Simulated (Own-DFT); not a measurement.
# How strain changes the stress of 4H SiC, 72 atoms (C36Si36)

Calculated results; nothing here was measured. The program, named Own-DFT, is a retired in-house plane-wave density functional code that no person has reviewed. Each row is one single-point run on a periodic cell that was not relaxed, without spin or spin-orbit coupling.

Settings of every run: PBE; PseudoDojo norm-conserving scalar-relativistic files; cutoff 42 hartree; 4 x 4 x 3 k mesh centred on Gamma; Fermi-Dirac smearing of 0.1 eV.

Known limits: forces on such cells passed a denser k mesh, each cell not checked; stress not checked against mesh or cutoff.

Unstrained cell vectors in Å: (9.248, 0.000, 0.000); (-4.624, 8.009, 0.000); (0.000, 0.000, 10.068). The unstrained cell has measured lattice constants (interpolated for alloys), not those of this functional. That, the random moves and any unrelaxed bonds set the pressure at no strain. Each run strains this cell uniformly, with the atoms carried along. Every atom was also moved at random, by a Gaussian of width 0.05 Å on each axis. Strain is the symmetric tensor, in per cent. Stress is positive in tension, and the pressure is minus a third of its trace.

| run | e_xx (%) | e_yy (%) | e_zz (%) | e_yz (%) | e_xz (%) | e_xy (%) | s_xx (GPa) | s_yy (GPa) | s_zz (GPa) | s_yz (GPa) | s_xz (GPa) | s_xy (GPa) | P (GPa) | E (meV/atom) |
|---|---|---|---|---|---|---|---|---|---|---|---|---|---|---|
| 1 | -0.86 | 0.95 | 0.37 | 1.64 | -1.16 | -0.77 | -10.18 | -0.40 | -3.26 | 6.25 | -5.65 | -2.39 | 4.61 | 14.8 |
| 2 | -1.73 | -1.98 | 1.26 | 0.00 | 0.14 | -1.14 | -15.60 | -16.98 | -0.95 | -0.03 | -0.16 | -5.22 | 11.18 | 26.9 |
| 3 | -0.65 | -0.25 | -1.57 | -1.93 | -1.01 | -1.54 | -6.83 | -11.55 | -16.73 | -6.57 | -2.94 | -6.21 | 11.70 | 42.7 |
| 4 | -2.00 | -0.03 | -1.72 | -0.74 | -1.41 | 0.76 | -18.28 | -8.24 | -16.79 | -2.88 | -4.48 | 5.62 | 14.44 | 31.4 |
| 5 | 1.83 | 0.19 | -1.13 | -0.91 | -1.81 | -1.59 | 3.40 | -2.57 | -13.96 | -3.67 | -7.20 | -7.24 | 4.38 | 37.7 |
| 6 | 1.05 | -1.03 | 1.06 | 1.62 | -1.00 | 0.36 | -0.33 | -9.49 | 0.83 | 5.09 | -3.94 | 1.27 | 3.00 | 11.0 |
| 7 | -0.36 | -0.01 | -0.27 | 1.15 | -1.82 | -0.54 | -6.08 | -6.42 | -6.50 | 3.11 | -5.75 | -2.76 | 6.33 | 2.7 |
| 8 | 1.84 | -0.41 | 1.38 | 1.82 | 0.16 | 1.86 | 3.98 | -3.47 | 2.05 | 4.59 | 1.25 | 7.69 | -0.86 | 8.6 |
| 9 | 1.16 | 1.83 | -1.60 | 1.44 | -1.53 | -1.60 | 3.63 | 4.03 | -14.85 | 5.25 | -4.72 | -6.67 | 2.40 | 16.7 |
| 10 | -0.40 | -0.78 | 0.15 | 0.30 | 1.79 | -0.19 | -7.62 | -8.41 | -5.84 | 1.18 | 5.16 | -1.83 | 7.29 | 6.7 |
| 11 | 0.00 | 1.32 | 0.56 | -1.29 | 0.74 | 0.67 | -3.75 | 3.03 | -2.71 | -3.71 | 2.80 | 3.12 | 1.14 | 0.0 |
| 12 | -0.47 | 1.02 | -0.79 | 0.70 | -0.95 | 0.92 | -9.06 | 0.48 | -9.30 | 2.01 | -3.70 | 4.46 | 5.96 | 18.0 |
| 13 | -0.16 | 0.66 | -0.57 | -1.27 | 0.78 | -1.86 | -5.60 | -1.63 | -8.77 | -4.79 | 2.84 | -7.80 | 5.34 | 3.4 |
| 14 | -0.62 | 0.89 | 0.43 | 0.22 | 0.49 | 1.61 | -6.83 | -1.89 | -3.31 | -0.09 | 2.09 | 8.33 | 4.01 | 12.2 |
| 15 | 1.17 | -1.53 | -0.73 | 0.07 | 1.61 | 1.40 | 0.61 | -13.25 | -12.20 | 0.86 | 5.45 | 7.65 | 8.28 | 25.2 |
| 16 | -1.82 | -1.80 | 0.98 | 0.22 | 0.82 | -0.97 | -17.06 | -16.99 | -2.04 | 0.06 | 2.84 | -6.39 | 12.03 | 33.9 |
| 17 | -0.40 | 0.78 | -1.73 | 1.17 | 1.27 | -0.39 | ? | ? | ? | ? | ? | ? | ? | ? |

E is the free energy for each atom above the lowest run shown.

## Worked fit

Each stress component was fitted by least squares to a constant and the strains of the runs shown, as fractions, with shears doubled. Shear strains stay in the fit of a normal stress only where such slopes are resolved. The slopes, in GPa:

```
stress,at no strain,per e_xx,per e_yy,per e_zz,scatter
s_xx,-5.2,554 ± 29,69 ± 34,2 ± 36,1.35
s_yy,-5.2,115 ± 25,567 ± 30,106 ± 32,1.18
s_zz,-6.2,5 ± 18,82 ± 21,619 ± 22,0.84
```

Each shear stress against twice its own strain: yz 174 ± 11, xz 170 ± 12, xy 243 ± 10 GPa. These are stiffnesses along x, y and z of the frame in which the cell vectors are given, which need not be the crystal's axes. The atoms are held to the strained lattice; where symmetry lets them move under strain, relaxing them would lower some slopes. The table should be nearly symmetric about its diagonal, and what it lacks of that shows the noise. A ninth of its sum, 235 ± 6 GPa, estimates the bulk modulus near the mean pressure of these runs, 6.3 GPa, so it lies above the value at zero pressure.

## Withheld run

Question: what normal stresses and pressure should run 17 give?

The fit gives s_xx = -6.9, s_yy = -3.1, s_zz = -16.4 and P = 8.8 GPa. The calculation gave -6.30, -3.02, -17.34 and P = 8.89 GPa.
